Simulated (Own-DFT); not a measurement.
Hf36O71 (tetragonal hafnia with one neutral oxygen vacancy, atoms displaced) (calculated)

Computed with Own-DFT development build. A calculation, not a measurement: plane-wave PBE and HSE06 DFT by an unreviewed code, no spin, of a simulated cell at Gamma alone, so results move with cell size and shape, stress positive in tension, energies less offsets, not probed for a lower state with spin; hafnium file: forces about 75 meV/angstrom off all-electron values; oxygen file: force components 24 meV/angstrom off all-electron in a glass; k mesh not checked against a denser one; forces and stress are PBE's, HSE06 gives the energy alone, and its difference from PBE has offsets of its own; offsets are fitted by least squares, one for each functional and potential file, so energies compare only between cells with the same atoms and settings and are not formation energies; the far tail of each file's local potential was reset to the Coulomb form; each entry is a single point on an unrelaxed cell, so the pressure reflects the starting lattice, taken from the Materials Project, from which strain is counted, and rises with the displacements; printed positions are rounded, which can move forces by about a meV/angstrom; the program is a retired in-house code; no spin-orbit coupling.

Common to all runs: first functional PBE; second functional HSE06; exact exchange share 0.25; screening 0.11 1/bohr; exchange divergence Gygi-Baldereschi; potential files PseudoDojo norm-conserving, scalar-relativistic, made for PBE, standard set; wave cutoff 48 hartree; occupations fixed; k mesh 1 x 1 x 1 centred on Gamma.

(1) 
```cif
# cell vector a (Å): 10.7800 0.0000 0.0000
# cell vector b (Å): 0.0000 10.7800 0.0000
# cell vector c (Å): 0.0000 0.0000 10.4493
data_Hf36O71
_symmetry_space_group_name_H-M 'P 1'
_symmetry_Int_Tables_number 1
_cell_length_a 10.7800
_cell_length_b 10.7800
_cell_length_c 10.4493
_cell_angle_alpha 90.000
_cell_angle_beta 90.000
_cell_angle_gamma 90.000
_cell_volume 1214.30
loop_
_atom_site_label
_atom_site_type_symbol
_atom_site_fract_x
_atom_site_fract_y
_atom_site_fract_z
_atom_site_occupancy
Hf1 Hf 0.01522 0.00292 0.99877 1
Hf2 Hf 0.16757 0.18207 0.22945 1
O1 O 0.99464 0.16680 0.15146 1
O2 O 0.18389 0.99947 0.33883 1
O3 O 0.01027 0.17080 0.38650 1
O4 O 0.15636 0.99747 0.08102 1
Hf3 Hf 0.00839 0.99877 0.49908 1
Hf4 Hf 0.17556 0.17759 0.74582 1
O5 O 0.99739 0.16679 0.63858 1
O6 O 0.16261 0.98815 0.85239 1
O7 O 0.01326 0.16741 0.89611 1
O8 O 0.18406 0.99716 0.58158 1
Hf5 Hf 0.99564 0.33175 0.00677 1
Hf6 Hf 0.15939 0.49984 0.25460 1
O9 O 0.99719 0.50180 0.14882 1
O10 O 0.16213 0.33157 0.34796 1
O11 O 0.99002 0.49913 0.39917 1
O12 O 0.17248 0.33623 0.09250 1
Hf7 Hf 0.00846 0.34475 0.51207 1
Hf8 Hf 0.16865 0.50132 0.74604 1
O13 O 0.00944 0.50472 0.66394 1
O14 O 0.15655 0.32889 0.85010 1
O15 O 0.00183 0.50915 0.90368 1
O16 O 0.16868 0.32013 0.59836 1
Hf9 Hf 0.99451 0.66992 0.99122 1
Hf10 Hf 0.17320 0.82192 0.23584 1
O17 O 0.99206 0.82890 0.14782 1
O18 O 0.17264 0.67097 0.33608 1
O19 O 0.18448 0.67562 0.10407 1
Hf11 Hf 0.00905 0.67569 0.49700 1
Hf12 Hf 0.16663 0.83110 0.74989 1
O20 O 0.99131 0.83102 0.65797 1
O21 O 0.17250 0.65616 0.85665 1
O22 O 0.99028 0.82631 0.89389 1
O23 O 0.17438 0.65656 0.59436 1
Hf13 Hf 0.33303 0.99836 0.99791 1
Hf14 Hf 0.50100 0.16192 0.23807 1
O24 O 0.33173 0.17277 0.14152 1
O25 O 0.49673 0.02270 0.34641 1
O26 O 0.32569 0.15568 0.40765 1
O27 O 0.50177 0.00717 0.10514 1
Hf15 Hf 0.34468 0.99799 0.49407 1
Hf16 Hf 0.49870 0.16766 0.75578 1
O28 O 0.33732 0.17365 0.65138 1
O29 O 0.50717 0.99929 0.85349 1
O30 O 0.33718 0.16703 0.90669 1
O31 O 0.51704 0.99847 0.59586 1
Hf17 Hf 0.32813 0.34496 0.99711 1
Hf18 Hf 0.51476 0.50915 0.26528 1
O32 O 0.32245 0.49113 0.16902 1
O33 O 0.49816 0.32956 0.35272 1
O34 O 0.33567 0.49706 0.42178 1
O35 O 0.49235 0.34840 0.10082 1
Hf19 Hf 0.32325 0.33750 0.49853 1
Hf20 Hf 0.51057 0.50966 0.74704 1
O36 O 0.32802 0.50189 0.65875 1
O37 O 0.50408 0.33359 0.84363 1
O38 O 0.34468 0.49160 0.90399 1
O39 O 0.49928 0.33802 0.60945 1
Hf21 Hf 0.32519 0.64803 0.99285 1
Hf22 Hf 0.49381 0.82389 0.25849 1
O40 O 0.32988 0.83935 0.15653 1
O41 O 0.50182 0.66781 0.34040 1
O42 O 0.33200 0.83022 0.40205 1
O43 O 0.49777 0.66401 0.08598 1
Hf23 Hf 0.34462 0.65100 0.49433 1
Hf24 Hf 0.51463 0.82693 0.75177 1
O44 O 0.33477 0.83511 0.64909 1
O45 O 0.50073 0.67792 0.84276 1
O46 O 0.33545 0.83127 0.88945 1
O47 O 0.49804 0.66455 0.60258 1
Hf25 Hf 0.67334 0.00013 0.00768 1
Hf26 Hf 0.85003 0.16186 0.25980 1
O48 O 0.67994 0.16329 0.13968 1
O49 O 0.82435 0.99122 0.34933 1
O50 O 0.67705 0.16854 0.40217 1
O51 O 0.82184 0.00320 0.09646 1
Hf27 Hf 0.67446 0.99430 0.50839 1
Hf28 Hf 0.82946 0.17518 0.74776 1
O52 O 0.67378 0.15736 0.65501 1
O53 O 0.82270 0.98542 0.84767 1
O54 O 0.66422 0.16834 0.89409 1
O55 O 0.82956 0.00221 0.59028 1
Hf29 Hf 0.67870 0.32875 0.01116 1
Hf30 Hf 0.82244 0.49014 0.25246 1
O56 O 0.67160 0.48645 0.15970 1
O57 O 0.82758 0.33019 0.34930 1
O58 O 0.65999 0.50037 0.40145 1
O59 O 0.84385 0.33154 0.09500 1
Hf31 Hf 0.65536 0.34455 0.49108 1
Hf32 Hf 0.83129 0.50932 0.74045 1
O60 O 0.65797 0.50083 0.64498 1
O61 O 0.82080 0.33896 0.84736 1
O62 O 0.66694 0.50461 0.91206 1
O63 O 0.83915 0.33395 0.59963 1
Hf33 Hf 0.65631 0.67227 0.00119 1
Hf34 Hf 0.83863 0.84082 0.24126 1
O64 O 0.67058 0.83356 0.15211 1
O65 O 0.82370 0.67315 0.35632 1
O66 O 0.68426 0.83671 0.41421 1
O67 O 0.85070 0.66537 0.10188 1
Hf35 Hf 0.66567 0.66426 0.50234 1
Hf36 Hf 0.83457 0.82738 0.75306 1
O68 O 0.67395 0.83451 0.62740 1
O69 O 0.83519 0.67301 0.85138 1
O70 O 0.67079 0.83512 0.90975 1
O71 O 0.83792 0.66109 0.60739 1
_calc_PBE_energy_of_cell_above_offsets '-84.339'  # eV
_calc_HSE06_less_PBE_above_offsets '0.667'  # eV
_calc_PBE_pressure 6.51  # GPa
_calc_PBE_stress_xx -7.04  # GPa
_calc_PBE_stress_yy -6.15  # GPa
_calc_PBE_stress_zz -6.35  # GPa
_calc_PBE_stress_yz 0.53  # GPa
_calc_PBE_stress_xz 0.86  # GPa
_calc_PBE_stress_xy 0.1  # GPa
```

Force:
| element | x (eV/Å) | y (eV/Å) | z (eV/Å) |
| --- | --- | --- | --- |
| Hf | -7.339 | -0.66 | -4.34 |
| Hf | 0.64 | -2.567 | 3.473 |
| O | 2.286 | 0.027 | -2.545 |
| O | -1.804 | -0.54 | -1.712 |
| O | -0.891 | -0.66 | 1.233 |
| O | 5.963 | 0.158 | 4.109 |
| Hf | 0.167 | 1.027 | -0.44 |
| Hf | -1.38 | -2.278 | 0.269 |
| O | 1.162 | -0.265 | 0.962 |
| O | 0.168 | 1.277 | -1.335 |
| O | -1.131 | -0.165 | 0.863 |
| O | -3.55 | -0.045 | 1.901 |
| Hf | 2.47 | 1.29 | -3.112 |
| Hf | -1.419 | 0.142 | -1.326 |
| O | 1.043 | -0.97 | 0.973 |
| O | 0.911 | 1.567 | 0.423 |
| O | 1.143 | 1.01 | 1.081 |
| O | -2.87 | -0.409 | 1.153 |
| Hf | -2.678 | -2.262 | -1.591 |
| Hf | -0.182 | -0.066 | 2.436 |
| O | -1.743 | -0.994 | -2.032 |
| O | 1.307 | 2.026 | -0.651 |
| O | -0.47 | -2.349 | -0.327 |
| O | -0.169 | 1.182 | 0.923 |
| Hf | 0.423 | -0.374 | 1.386 |
| Hf | -2.494 | 3.322 | 2.282 |
| O | 3.176 | 0.988 | -0.325 |
| O | -0.794 | -2.195 | 2.52 |
| O | -2.501 | -0.864 | -1.06 |
| Hf | -1.259 | 0.263 | -0.12 |
| Hf | 2.033 | 0.157 | -0.366 |
| O | 2.794 | -0.078 | -2.19 |
| O | 0.424 | 0.936 | -0.964 |
| O | 1.554 | 1.479 | 0.464 |
| O | -0.833 | 0.587 | -0.621 |
| Hf | 1.865 | -0.511 | -0.931 |
| Hf | 0.916 | 1.583 | -0.469 |
| O | 0.018 | -0.726 | 0.656 |
| O | 0.229 | -4.541 | 0.712 |
| O | -0.191 | 4.428 | -0.777 |
| O | -0.765 | -0.44 | -0.664 |
| Hf | 0.82 | -0.731 | 0.278 |
| Hf | 1.821 | -0.241 | -0.201 |
| O | -0.022 | -0.229 | 0.442 |
| O | -0.929 | -0.705 | -0.496 |
| O | -0.724 | -0.038 | -0.998 |
| O | -3.377 | 0.001 | 1.099 |
| Hf | 3.073 | -4.432 | 1.55 |
| Hf | -2.212 | -6.264 | -4.415 |
| O | 1.648 | 1.001 | -0.434 |
| O | 0.23 | 1.392 | 0.079 |
| O | 0.161 | -0.89 | -3.718 |
| O | 1.325 | -0.381 | -0.424 |
| Hf | 3.164 | -5.394 | 0.892 |
| Hf | -2.32 | -3.116 | 1.832 |
| O | 1.932 | -0.284 | -0.583 |
| O | -0.145 | 1.084 | 0.33 |
| O | -0.288 | 2.254 | -1.867 |
| O | -0.168 | 0.429 | -1.994 |
| Hf | 0.869 | 3.552 | 0.17 |
| Hf | 0.276 | 5.916 | -2.179 |
| O | 3.483 | 0.764 | -1.393 |
| O | -0.03 | -0.137 | 3.006 |
| O | 1.819 | -1.598 | -0.774 |
| O | -1.33 | -0.317 | 2.238 |
| Hf | -2.313 | 6.33 | 3.498 |
| Hf | -1.828 | 5.179 | -1.874 |
| O | 0.539 | -0.479 | 0.841 |
| O | 0.556 | -3.415 | 1.507 |
| O | -0.417 | -0.373 | 1.896 |
| O | 0.702 | -0.354 | -0.873 |
| Hf | -2.585 | 1.199 | -2.638 |
| Hf | -3.723 | -0.719 | 1.847 |
| O | -1.371 | 1.768 | 1.168 |
| O | 2.31 | 1.672 | -0.642 |
| O | -0.384 | 0.837 | 0.198 |
| O | 5.129 | -0.529 | 1.84 |
| Hf | -0.46 | 2.824 | -2.354 |
| Hf | -0.242 | -1.68 | -0.07 |
| O | -1.182 | 1.229 | 0.04 |
| O | 0.507 | 2.587 | -0.386 |
| O | 0.699 | 0.24 | 1.479 |
| O | 4.28 | -0.051 | 1.334 |
| Hf | -2.948 | -0.942 | -2.45 |
| Hf | 4.756 | 2.284 | 0.863 |
| O | -1.839 | 0.752 | -0.766 |
| O | 0.053 | 0.962 | -0.408 |
| O | -0.046 | 1.693 | -1.147 |
| O | -1.871 | 0.482 | 1.924 |
| Hf | 0.34 | -6.035 | 1.827 |
| Hf | 0.666 | -0.836 | 1.874 |
| O | 2.8 | 0.474 | -0.49 |
| O | 0.87 | 0.312 | 0.317 |
| O | -0.42 | 0.377 | -0.884 |
| O | -0.697 | 1.284 | -0.102 |
| Hf | 3.334 | 0.462 | -0.31 |
| Hf | -1.905 | -1.74 | 1.391 |
| O | -1.842 | -1.027 | 0.561 |
| O | 0.527 | -1.363 | -0.662 |
| O | -2.649 | -2.501 | -2.585 |
| O | -3.863 | -0.454 | 0.099 |
| Hf | 3.206 | 3.553 | 0.226 |
| Hf | -1.119 | 2.121 | -0.302 |
| O | -0.634 | -2.276 | 4.235 |
| O | -0.69 | -2.41 | 0.022 |
| O | -1.074 | -1.664 | -1.249 |
| O | -0.479 | -0.901 | -1.151 |

(2) 
```cif
# cell vector a (Å): 10.7800 0.0000 0.0000
# cell vector b (Å): 0.0000 10.7800 0.0000
# cell vector c (Å): 0.0000 0.0000 10.4493
data_Hf36O71
_symmetry_space_group_name_H-M 'P 1'
_symmetry_Int_Tables_number 1
_cell_length_a 10.7800
_cell_length_b 10.7800
_cell_length_c 10.4493
_cell_angle_alpha 90.000
_cell_angle_beta 90.000
_cell_angle_gamma 90.000
_cell_volume 1214.30
loop_
_atom_site_label
_atom_site_type_symbol
_atom_site_fract_x
_atom_site_fract_y
_atom_site_fract_z
_atom_site_occupancy
Hf1 Hf 0.99542 0.99960 0.99747 1
Hf2 Hf 0.16051 0.16259 0.24728 1
O1 O 0.00362 0.16304 0.15074 1
O2 O 0.16688 0.99929 0.34977 1
O3 O 0.99827 0.16378 0.40088 1
O4 O 0.16558 0.00492 0.09528 1
Hf3 Hf 0.00118 0.99906 0.50403 1
Hf4 Hf 0.16975 0.16805 0.75540 1
O5 O 0.99777 0.15617 0.65328 1
O6 O 0.17255 0.00223 0.85179 1
O7 O 0.00418 0.16936 0.90639 1
O8 O 0.16405 0.00256 0.59380 1
Hf5 Hf 0.00063 0.32900 0.99233 1
Hf6 Hf 0.16473 0.49923 0.24733 1
O9 O 0.99686 0.50140 0.14765 1
O10 O 0.15945 0.33000 0.34787 1
O11 O 0.00570 0.50112 0.40940 1
O12 O 0.16750 0.33707 0.10383 1
Hf7 Hf 0.00012 0.33098 0.48997 1
Hf8 Hf 0.16293 0.49734 0.74772 1
O13 O 0.99148 0.50294 0.65507 1
O14 O 0.16699 0.32875 0.85482 1
O15 O 0.00431 0.49683 0.90476 1
O16 O 0.17383 0.33236 0.60011 1
Hf9 Hf 0.99974 0.67201 0.99758 1
Hf10 Hf 0.16672 0.82600 0.25335 1
O17 O 0.99938 0.83845 0.15538 1
O18 O 0.17059 0.66745 0.34496 1
O19 O 0.99938 0.83360 0.39707 1
O20 O 0.16682 0.66841 0.10899 1
Hf11 Hf 0.00254 0.66871 0.49978 1
Hf12 Hf 0.17061 0.83142 0.75349 1
O21 O 0.00877 0.82609 0.64943 1
O22 O 0.16782 0.66621 0.84426 1
O23 O 0.00334 0.82340 0.90170 1
O24 O 0.16845 0.66276 0.60068 1
Hf13 Hf 0.32219 0.99579 0.00356 1
Hf14 Hf 0.49737 0.17297 0.25797 1
O25 O 0.32712 0.16563 0.15659 1
O26 O 0.50281 0.99360 0.35326 1
O27 O 0.33723 0.15718 0.40594 1
O28 O 0.49658 0.99657 0.09693 1
Hf15 Hf 0.33669 0.00810 0.50178 1
Hf16 Hf 0.50380 0.16761 0.75854 1
O29 O 0.32856 0.16156 0.65135 1
O30 O 0.50608 0.00367 0.83964 1
O31 O 0.33579 0.16805 0.89643 1
O32 O 0.49543 0.00880 0.59893 1
Hf17 Hf 0.32661 0.32772 0.00623 1
Hf18 Hf 0.50157 0.49684 0.25501 1
O33 O 0.32654 0.49416 0.16063 1
O34 O 0.49164 0.32774 0.34221 1
O35 O 0.49393 0.33355 0.09501 1
Hf19 Hf 0.32874 0.33425 0.50065 1
Hf20 Hf 0.50022 0.49608 0.74572 1
O36 O 0.32687 0.49702 0.65921 1
O37 O 0.49324 0.33792 0.85263 1
O38 O 0.32775 0.49935 0.90265 1
O39 O 0.50116 0.33199 0.59682 1
Hf21 Hf 0.33122 0.66431 0.99983 1
Hf22 Hf 0.50869 0.84263 0.25244 1
O40 O 0.32102 0.83072 0.15243 1
O41 O 0.50092 0.66576 0.34515 1
O42 O 0.33065 0.83647 0.40528 1
O43 O 0.49718 0.66486 0.09799 1
Hf23 Hf 0.32657 0.66705 0.49866 1
Hf24 Hf 0.50706 0.83054 0.75275 1
O44 O 0.33708 0.83359 0.65280 1
O45 O 0.49638 0.66525 0.84885 1
O46 O 0.33597 0.83076 0.89795 1
O47 O 0.49033 0.66694 0.60001 1
Hf25 Hf 0.66701 0.00201 0.99604 1
Hf26 Hf 0.82923 0.16737 0.24888 1
O48 O 0.66675 0.16315 0.15555 1
O49 O 0.83414 0.00104 0.35025 1
O50 O 0.66745 0.16922 0.40269 1
O51 O 0.83643 0.00378 0.09593 1
Hf27 Hf 0.65715 0.01181 0.48925 1
Hf28 Hf 0.83969 0.17152 0.75128 1
O52 O 0.66762 0.16383 0.65649 1
O53 O 0.82737 0.00714 0.84927 1
O54 O 0.66743 0.16921 0.90250 1
O55 O 0.83132 0.99989 0.59561 1
Hf29 Hf 0.67228 0.34119 0.99335 1
Hf30 Hf 0.83350 0.49080 0.25284 1
O56 O 0.66199 0.50449 0.15111 1
O57 O 0.82659 0.34562 0.35521 1
O58 O 0.65840 0.50404 0.39885 1
O59 O 0.83279 0.33662 0.10004 1
Hf31 Hf 0.66916 0.33101 0.49821 1
Hf32 Hf 0.82955 0.49347 0.74530 1
O60 O 0.66630 0.49314 0.65335 1
O61 O 0.83173 0.33375 0.84486 1
O62 O 0.66632 0.50123 0.89710 1
O63 O 0.82809 0.33026 0.59947 1
Hf33 Hf 0.67122 0.67209 0.99178 1
Hf34 Hf 0.83331 0.83339 0.25442 1
O64 O 0.66773 0.82758 0.15899 1
O65 O 0.82402 0.66145 0.35246 1
O66 O 0.66057 0.82942 0.41306 1
O67 O 0.82698 0.66541 0.09893 1
Hf35 Hf 0.66339 0.66698 0.50645 1
Hf36 Hf 0.84085 0.83326 0.74661 1
O68 O 0.66879 0.83888 0.64714 1
O69 O 0.82596 0.66398 0.84559 1
O70 O 0.67252 0.82689 0.89979 1
O71 O 0.84031 0.66913 0.60441 1
_calc_PBE_energy_of_cell_above_offsets '-97.119'  # eV
_calc_HSE06_less_PBE_above_offsets '0.061'  # eV
_calc_PBE_pressure 2.11  # GPa
_calc_PBE_stress_xx -0.32  # GPa
_calc_PBE_stress_yy -3.63  # GPa
_calc_PBE_stress_zz -2.38  # GPa
_calc_PBE_stress_yz 1.01  # GPa
_calc_PBE_stress_xz 1.04  # GPa
_calc_PBE_stress_xy 0.06  # GPa
```

Force:
| element | x (eV/Å) | y (eV/Å) | z (eV/Å) |
| --- | --- | --- | --- |
| Hf | 0.925 | -0.294 | 0.775 |
| Hf | 0.779 | -0.678 | 0.966 |
| O | -1.96 | 0.354 | -0.248 |
| O | -0.472 | 0.337 | -0.726 |
| O | -0.56 | 0.83 | -0.099 |
| O | -1.4 | 0.024 | 0.118 |
| Hf | -0.143 | -0.229 | -0.476 |
| Hf | 0.753 | -0.69 | -1.182 |
| O | 0.817 | 1.044 | 0.218 |
| O | -0.732 | -0.748 | -0.196 |
| O | -0.648 | -1.503 | -1.124 |
| O | 0.406 | -0.281 | 0.798 |
| Hf | 0.886 | 2.354 | 2.194 |
| Hf | -0.524 | 0.011 | -0.025 |
| O | -0.142 | -0.2 | 1.135 |
| O | 0.476 | -0.052 | 0.583 |
| O | -0.302 | -0.346 | -0.802 |
| O | -1.572 | -0.51 | -0.466 |
| Hf | 0.786 | 0.202 | 1.445 |
| Hf | 0.007 | 0.268 | 1.001 |
| O | 1.389 | -0.785 | -0.386 |
| O | -0.471 | 0.525 | -0.47 |
| O | -0.198 | 0.507 | -0.408 |
| O | -2.558 | -0.01 | 0.007 |
| Hf | -0.223 | -3.096 | 2.115 |
| Hf | 0.135 | 1.612 | 0.154 |
| O | -0.535 | -0.165 | -0.905 |
| O | 0.068 | -1.319 | 1.569 |
| O | -0.378 | -0.595 | 0.776 |
| O | -0.964 | -0.352 | -1.673 |
| Hf | -0.515 | 0.285 | 0.385 |
| Hf | 1.655 | 0.343 | -0.986 |
| O | -0.799 | 0.699 | 0.368 |
| O | -0.322 | -0.191 | 0.595 |
| O | -0.553 | 3.115 | -0.963 |
| O | -0.626 | -0.132 | -0.347 |
| Hf | 1.562 | -0.137 | -0.584 |
| Hf | -1.004 | -2.09 | -2.706 |
| O | 1.006 | 0.081 | -0.195 |
| O | 0.526 | 2.525 | 0.116 |
| O | 0.339 | 3.272 | -1.395 |
| O | 0.494 | -0.251 | -0.21 |
| Hf | -1.566 | -2.965 | 1.364 |
| Hf | -0.985 | 0.529 | -1.37 |
| O | 0.604 | 0.489 | 0.612 |
| O | 0.583 | -1.399 | 1.365 |
| O | -0.23 | -0.716 | 1.031 |
| O | 1.503 | 0.039 | -0.364 |
| Hf | 1.096 | 1.006 | -0.835 |
| Hf | -0.237 | 1.912 | -1.332 |
| O | 1.251 | 0.296 | 0.252 |
| O | 0.082 | 1.541 | 1.663 |
| O | 1.392 | -0.492 | 0.427 |
| Hf | 0.975 | 0.028 | 0.008 |
| Hf | -1.238 | 0.526 | 0.95 |
| O | 1.19 | -0.31 | -1.07 |
| O | 0.838 | -0.353 | -0.696 |
| O | -0.263 | -0.305 | 0.718 |
| O | -0.445 | 0.135 | -0.482 |
| Hf | 0.916 | 0.004 | 0.523 |
| Hf | -2.143 | -3.172 | -0.77 |
| O | 2.099 | 0.837 | -0.435 |
| O | -0.704 | 0.292 | 0.295 |
| O | 0.021 | -0.52 | -0.002 |
| O | -0.11 | 0.198 | -0.75 |
| Hf | 1.083 | 0.546 | -0.46 |
| Hf | -1.166 | 0.026 | -0.963 |
| O | -0.567 | 0.055 | 0.638 |
| O | 0.526 | -0.225 | -0.449 |
| O | -0.298 | 0.583 | 0.765 |
| O | 1.426 | -0.463 | -0.147 |
| Hf | -0.747 | 0.156 | 0.205 |
| Hf | 0.998 | -0.679 | -0.279 |
| O | -0.297 | -0.07 | 0.209 |
| O | -0.818 | 0.362 | -0.916 |
| O | -0.003 | 1.329 | -1.513 |
| O | -1.048 | -0.007 | 0.215 |
| Hf | 0.868 | -3.393 | 3.573 |
| Hf | -1.538 | -1.442 | -1.355 |
| O | 0.372 | 0.345 | -0.471 |
| O | 0.983 | -1.278 | 0.112 |
| O | -0.219 | 0.396 | 0.529 |
| O | 0.279 | -0.341 | -0.004 |
| Hf | -1.989 | 0.059 | 1.198 |
| Hf | -0.673 | 4.107 | -2.356 |
| O | 1.014 | -1.244 | 0.1 |
| O | 0.547 | -3.501 | 0.661 |
| O | -0.146 | -1.622 | 0.921 |
| O | 0.139 | -0.687 | -0.07 |
| Hf | -0.885 | 1.798 | 1.324 |
| Hf | 0.24 | 1.88 | 0.494 |
| O | -0.093 | 0.551 | -0.95 |
| O | 0.28 | -0.155 | 1.201 |
| O | 0.161 | -0.247 | -0.021 |
| O | 1.254 | -0.135 | -0.334 |
| Hf | -1.232 | -2.308 | 2.068 |
| Hf | 0.512 | -1.232 | 0.324 |
| O | 0.565 | 0.949 | -0.734 |
| O | 0.783 | 0.443 | -0.274 |
| O | 0.186 | 1.185 | -1.271 |
| O | 1.558 | 0.672 | -0.565 |
| Hf | 0.032 | 0.22 | -0.575 |
| Hf | -1.282 | -0.238 | -0.983 |
| O | -0.009 | -0.828 | 1.314 |
| O | 0.722 | 0.13 | -0.021 |
| O | -0.334 | 2.772 | -0.333 |
| O | -1.221 | 0.195 | -0.653 |
